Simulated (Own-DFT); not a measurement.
# Point defects and the pressure they add: L1_0 TiAl

The numbers are computed, not measured, by runs of the plane-wave DFT program Own-DFT (in-house, retired, unreviewed) at fixed positions, with no spin and no spin-orbit coupling.

All runs used: PBE; PseudoDojo norm-conserving scalar-relativistic files; cutoff 42 hartree; 4 x 4 x 4 k mesh centred on Gamma; cold (Marzari-Vanderbilt) smearing of 0.2 eV.

Caveats: forces on such cells failed a check on a denser k mesh; stress not checked against mesh or cutoff.

All runs share one cell, with vectors in Å (5.622, 5.622, 0.000); (-5.622, 5.622, 0.000); (0.000, 0.000, 8.133) and a volume of 514.0 Å³. The atoms are randomly displaced, by u rms on each axis. The defect's site can differ from row to row.

| cell | formula | u (Å) | P (GPa) |
|---|---|---|---|
| no defect | Al16Ti16 | 0.0183 | 1.17 |
| no defect | Al16Ti16 | 0.0211 | 1.19 |
| no defect | Al16Ti16 | 0.0506 | 1.84 |
| one Ti vacancy | Al16Ti15 | 0.0292 | 0.51 |
| one Ti vacancy | Al16Ti15 | 0.0296 | 0.54 |
| one Ti vacancy | Al16Ti15 | 0.0309 | 0.47 |
| two Al vacancies | Al14Ti16 | 0.0293 | -0.70 |
| two Al vacancies | Al14Ti16 | 0.0325 | ? |
| two Al vacancies | Al14Ti16 | 0.0498 | -0.40 |
| two Al vacancies | Al14Ti16 | 0.0602 | -0.36 |

## Analysis

P = P0 + c u² + a shift for each defect gives P0 = 1.17 GPa, c = 205 ± 43 GPa/Å² and a scatter of 0.11 GPa. The shifts, and each times the cell's volume:

- one Ti vacancy: -0.85 ± 0.09 GPa, -2.7 eV
- two Al vacancies: -2.13 ± 0.11 GPa, -6.8 eV (-3.4 eV for each of its 2 sites)

Against the defect-free cell, a freed cell would be larger where the shift is positive and smaller where it is negative (160.2 GPa Å³ is 1 eV). The atoms around the defects weren't relaxed, which would change these numbers.

## Prediction

Q: what pressure belongs in the blank (two Al vacancies, u = 0.0325 Å)?

From the fit: -0.75 ± 0.14 GPa. DFT gave -0.68 GPa.
